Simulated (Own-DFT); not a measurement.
# Stretching a layer in its plane: wurtzite AlGaN with randomly placed atoms, 72 atoms (Al9Ga27N36)

Source: density functional calculations with Own-DFT, an unreviewed in-house program that is no longer used. Nothing was measured or relaxed, and spin and spin-orbit coupling are left out.

Method: PBE; PseudoDojo norm-conserving scalar-relativistic files; cutoff 42 hartree; 4 x 4 x 3 k mesh centred on Gamma; Fermi-Dirac smearing of 0.1 eV.

Limits: forces on such cells passed a denser k mesh, each cell not checked; stress not checked against mesh or cutoff.

Unstrained cell vectors in Å: (9.509, 0.000, 0.000); (-4.755, 8.235, 0.000); (0.000, 0.000, 10.268). The unstrained cell has measured lattice constants (interpolated for alloys), not those of this functional. That, the random moves and any unrelaxed bonds set the pressure at no strain. Each run strains x and y alike by e, as a substrate would, and holds the height along z. Random moves of width 0.05 Å per axis were added to every atom. The random placing of the alloy's atoms differs from row to row. Stress is positive in tension.

| e (%) | u (Å) | (s_xx + s_yy)/2 (GPa) | s_zz (GPa) |
|---|---|---|---|
| -3.00 | 0.048 | -25.87 | -14.20 |
| -2.75 | 0.053 | -25.77 | -11.60 |
| -2.50 | 0.050 | -22.56 | -12.77 |
| -1.75 | 0.049 | -18.57 | -9.23 |
| -1.50 | 0.048 | -15.19 | -11.36 |
| -1.25 | 0.047 | -13.57 | -11.36 |
| -1.00 | 0.052 | -14.14 | -7.90 |
| 0.50 | 0.053 | ? | ? |
| 1.75 | 0.054 | 0.69 | -4.87 |
| 2.75 | 0.055 | 5.53 | -5.13 |

## Analysis

With e as a fraction, the in-plane stress is -7.4 + 543 e - 3016 e² GPa (errors 18 and 1173, scatter 0.99), and s_zz is -8.3 + 152 e GPa (slope ± 24, scatter 1.38). At e = 0 the first slope is C11 + C12 and the second 2 C13, both with the ions held to the strained lattice and at the cell's own pressure. A free layer would change its height as e changes, and the in-plane slope would drop by 2 C13²/C33 to the biaxial modulus. At fixed height, a misfit of 1 % moves the in-plane stress by about 5.4 GPa and s_zz by 1.5 GPa.

## Withheld run

Asked: what are the two stresses at e = 0.50 %?

The fitted form gives -4.8 and -7.5 GPa. The hidden result is -5.23 and -6.89 GPa.
